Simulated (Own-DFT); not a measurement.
GaP (zincblende, atoms displaced) (calculated)

Computed with Own-DFT development build. A calculation, not a measurement: plane-wave PBE density functional theory by an unreviewed code, no spin, of a simulated periodic cell, stress positive in tension, free energy of the whole cell less one offset for each atom, forces on such cells passed a denser k mesh, this cell's mesh not checked; offsets are fitted by least squares, one for each functional and potential file, so energies compare only between cells with the same atoms and settings and are not formation energies; the far tail of each file's local potential was reset to the Coulomb form; each entry is a single point on an unrelaxed cell, so the pressure reflects the starting lattice, mostly measured values (interpolated for alloys), from which strain is counted, and rises with the displacements; printed positions are rounded, which can move forces by about a meV/angstrom; the program, named Own-DFT, is a retired in-house code; no spin-orbit coupling.

```yaml
- formula: GaP
  kind: "zincblende, atoms displaced"
  structure:
    cell_angstrom: [[16.3515, 0.0, 0.0], [0.0, 10.901, 0.0], [0.0, 0.0, 10.901]]
    atoms_fractional:
      - [Ga, 0.99862, 0.99641, 0.01052]
      - [Ga, 0.0001, 0.24599, 0.24492]
      - [Ga, 0.16219, 0.00146, 0.25067]
      - [Ga, 0.1655, 0.24962, 0.00854]
      - [P, 0.08263, 0.12863, 0.12749]
      - [P, 0.08132, 0.37281, 0.37892]
      - [P, 0.25327, 0.12034, 0.38531]
      - [P, 0.24785, 0.38859, 0.12782]
      - [Ga, 0.99742, 0.9967, 0.50386]
      - [Ga, 0.99534, 0.25458, 0.75499]
      - [Ga, 0.16617, 0.00194, 0.74478]
      - [Ga, 0.16146, 0.2485, 0.49458]
      - [P, 0.08367, 0.1277, 0.62729]
      - [P, 0.08641, 0.37869, 0.86899]
      - [P, 0.25192, 0.12033, 0.87071]
      - [P, 0.25544, 0.37076, 0.6245]
      - [Ga, 0.00163, 0.5019, 0.99184]
      - [Ga, 0.00638, 0.74493, 0.25191]
      - [Ga, 0.17115, 0.49696, 0.24762]
      - [Ga, 0.16703, 0.75469, 0.99539]
      - [P, 0.08419, 0.62653, 0.12844]
      - [P, 0.08282, 0.87022, 0.3776]
      - [P, 0.2488, 0.62517, 0.3728]
      - [P, 0.24648, 0.87192, 0.12533]
      - [Ga, 0.99664, 0.50042, 0.49237]
      - [Ga, 0.99947, 0.74891, 0.7514]
      - [Ga, 0.16669, 0.50267, 0.74677]
      - [Ga, 0.16758, 0.7451, 0.49897]
      - [P, 0.0877, 0.62443, 0.62891]
      - [P, 0.07852, 0.87424, 0.8813]
      - [P, 0.25197, 0.62447, 0.87333]
      - [P, 0.24866, 0.86856, 0.62494]
      - [Ga, 0.3372, 0.99073, 0.99351]
      - [Ga, 0.33472, 0.25426, 0.25466]
      - [Ga, 0.50096, 0.00329, 0.24851]
      - [Ga, 0.50415, 0.25052, 0.00105]
      - [P, 0.41956, 0.11985, 0.12632]
      - [P, 0.41372, 0.37923, 0.3857]
      - [P, 0.58093, 0.13098, 0.37007]
      - [P, 0.57843, 0.37331, 0.13176]
      - [Ga, 0.33363, 0.00053, 0.50046]
      - [Ga, 0.33678, 0.25706, 0.74345]
      - [Ga, 0.49926, 0.00735, 0.7585]
      - [Ga, 0.50024, 0.252, 0.5013]
      - [P, 0.41739, 0.12127, 0.61908]
      - [P, 0.4201, 0.37921, 0.87841]
      - [P, 0.58407, 0.12645, 0.8774]
      - [P, 0.58449, 0.37588, 0.61728]
      - [Ga, 0.3387, 0.50305, 0.00396]
      - [Ga, 0.32941, 0.75176, 0.24476]
      - [Ga, 0.49553, 0.48774, 0.24674]
      - [Ga, 0.50079, 0.75411, 0.00152]
      - [P, 0.41704, 0.62946, 0.13297]
      - [P, 0.42194, 0.87297, 0.37142]
      - [P, 0.58056, 0.62628, 0.37022]
      - [P, 0.58625, 0.86035, 0.13398]
      - [Ga, 0.33528, 0.50088, 0.49728]
      - [Ga, 0.33159, 0.7474, 0.75537]
      - [Ga, 0.50764, 0.50464, 0.75189]
      - [Ga, 0.49995, 0.7409, 0.49709]
      - [P, 0.41851, 0.61975, 0.63101]
      - [P, 0.41963, 0.87663, 0.87122]
      - [P, 0.58285, 0.62081, 0.87699]
      - [P, 0.57955, 0.87291, 0.62656]
      - [Ga, 0.66548, 0.00445, 0.99299]
      - [Ga, 0.665, 0.25052, 0.25741]
      - [Ga, 0.83384, 0.9978, 0.25397]
      - [Ga, 0.83224, 0.2601, 0.00378]
      - [P, 0.74972, 0.12151, 0.12019]
      - [P, 0.75372, 0.37165, 0.37512]
      - [P, 0.91586, 0.12141, 0.36781]
      - [P, 0.91518, 0.37451, 0.12474]
      - [Ga, 0.66695, 0.0028, 0.5004]
      - [Ga, 0.66489, 0.24287, 0.75322]
      - [Ga, 0.83642, 0.99398, 0.75156]
      - [Ga, 0.83797, 0.24996, 0.49882]
      - [P, 0.75302, 0.12905, 0.63283]
      - [P, 0.75131, 0.38271, 0.87635]
      - [P, 0.92302, 0.12691, 0.87863]
      - [P, 0.91185, 0.36846, 0.62579]
      - [Ga, 0.66549, 0.49586, 0.99506]
      - [Ga, 0.66631, 0.74923, 0.25449]
      - [Ga, 0.83465, 0.49454, 0.25074]
      - [Ga, 0.83483, 0.74486, 0.99383]
      - [P, 0.75189, 0.6337, 0.13206]
      - [P, 0.74694, 0.8745, 0.37494]
      - [P, 0.92004, 0.623, 0.37469]
      - [P, 0.91518, 0.87752, 0.12618]
      - [Ga, 0.66127, 0.50294, 0.50542]
      - [Ga, 0.66472, 0.7473, 0.74309]
      - [Ga, 0.83351, 0.4905, 0.75315]
      - [Ga, 0.83191, 0.74705, 0.49751]
      - [P, 0.75104, 0.63053, 0.62818]
      - [P, 0.75423, 0.87369, 0.87054]
      - [P, 0.91632, 0.62787, 0.87869]
      - [P, 0.91565, 0.87376, 0.61785]
  settings:
    functional: PBE
    potential_files: "PseudoDojo norm-conserving, scalar-relativistic, standard set"
    "wave_cutoff [hartree]": 42.0
    occupations: Fermi-Dirac
    "smearing_width [eV]": 0.1
    hardware: "one NVIDIA H200"
    k_mesh: "2 x 3 x 3 centred on Gamma"
  results:
    "stress_yy [GPa]": null
    "stress_zz [GPa]": null
```

## Withheld values
1. Give the missing stress yy for GaP (zincblende, atoms displaced).
2. GaP (zincblende, atoms displaced): stress zz?

Calculated values
1. -3.22 GPa
2. -3.24 GPa

Further results for GaP (zincblende, atoms displaced):

| Property | Result |
| --- | --- |
| free energy of cell above offsets | -49.917 eV |
| pressure | 3.27 GPa |
| stress xx | -3.34 GPa |
| stress yz | 0.11 GPa |
| stress xz | 0.25 GPa |
| stress xy | 0.41 GPa |
| wall time | 945.4 s |

Force:
```tsv
element	x (eV/Å)	y (eV/Å)	z (eV/Å)
Ga	0.24	0.562	-0.558
Ga	-0.425	0.728	0.657
Ga	0.777	-0.16	0.528
Ga	0.727	0.322	-1.082
P	0.194	-0.704	-0.224
P	0.014	0.305	-1.185
P	-1.064	0.79	-1.593
P	1.445	-2.216	-1.063
Ga	0.687	0.646	-0.581
Ga	0.976	-0.202	-0.454
Ga	-0.138	-0.575	0.574
Ga	1.072	-0.198	0.863
P	-0.855	-0.004	-0.21
P	-0.238	-0.502	0.663
P	0.101	0.744	0.497
P	-1.52	0.893	-0.792
Ga	0.16	-0.124	0.925
Ga	-1.052	0.666	-0.202
Ga	-1.76	1.015	1.272
Ga	-0.149	-0.78	0.199
P	0.503	-0.712	-0.945
P	0.129	0.586	0.205
P	0.499	-0.161	0.232
P	0.257	0.957	-0.361
Ga	0.623	-0.368	1.633
Ga	0.039	0.179	-0.313
Ga	1.14	-0.59	0.034
Ga	-0.083	0.224	0.055
P	-1.332	0.063	-0.798
P	0.497	0.517	-0.8
P	-0.375	-0.329	0.772
P	0.408	0.503	0.011
Ga	-0.803	0.746	0.869
Ga	-0.339	-0.408	-0.216
Ga	0.46	-0.885	0.043
Ga	-0.913	-0.108	0.229
P	-0.787	0.757	-0.645
P	0.875	-0.927	-1.234
P	0.147	-0.713	1.016
P	1.544	-0.174	-0.854
Ga	0.479	-1.484	0.169
Ga	0.433	-0.989	0.99
Ga	0.149	-0.362	-1.257
Ga	-0.22	-0.286	-0.23
P	0.345	0.587	0.942
P	0.147	-0.434	-0.402
P	-0.428	0.141	-0.07
P	-0.238	-0.727	1.647
Ga	-0.329	0.355	-0.173
Ga	0.402	0.178	0.873
Ga	-0.27	1.315	0.925
Ga	-0.065	-0.548	0.072
P	0.172	-0.337	-0.779
P	-1.077	0.1	0.312
P	0.259	-1.186	0.064
P	-0.561	2.3	-1.451
Ga	-0.913	0.836	1.023
Ga	0.564	0.249	-0.773
Ga	-0.881	-1	-0.482
Ga	-0.381	0.615	0.556
P	-0.306	0.498	-0.39
P	-0.022	-0.813	0.194
P	0.588	1.203	0.273
P	0.075	0.538	-0.222
Ga	0.617	-1.493	0.906
Ga	0.823	0.049	-1.004
Ga	-0.76	-0.161	-0.689
Ga	-0.049	-1.267	-0.484
P	-0.128	0.633	0.623
P	-0.777	0.509	0.538
P	0.537	0.297	0.986
P	1.06	0.479	-0.119
Ga	-0.285	0.155	0.453
Ga	0.529	1.246	-0.456
Ga	0.376	0.841	-0.083
Ga	-0.838	-0.808	-0.363
P	0.039	-0.639	-0.784
P	-0.843	-1.494	0.01
P	-1.246	-0.343	0.423
P	1.147	1.062	-0.084
Ga	0.01	0.706	1.526
Ga	0.543	-0.53	0.425
Ga	-0.179	0.737	-0.055
Ga	-0.581	1	1.112
P	-0.063	-1.293	-0.726
P	0.435	0.207	0.316
P	-0.971	0.476	-0.508
P	0.051	-1.174	0.478
Ga	1.376	0.614	-1.121
Ga	0.008	0.555	0.874
Ga	0.248	1.554	-0.564
Ga	0.101	0.127	-0.267
P	0.116	-1.341	-0.3
P	-1.097	-0.26	0.314
P	0.25	-1.01	-1.2
P	-0.055	-0.551	0.848
```
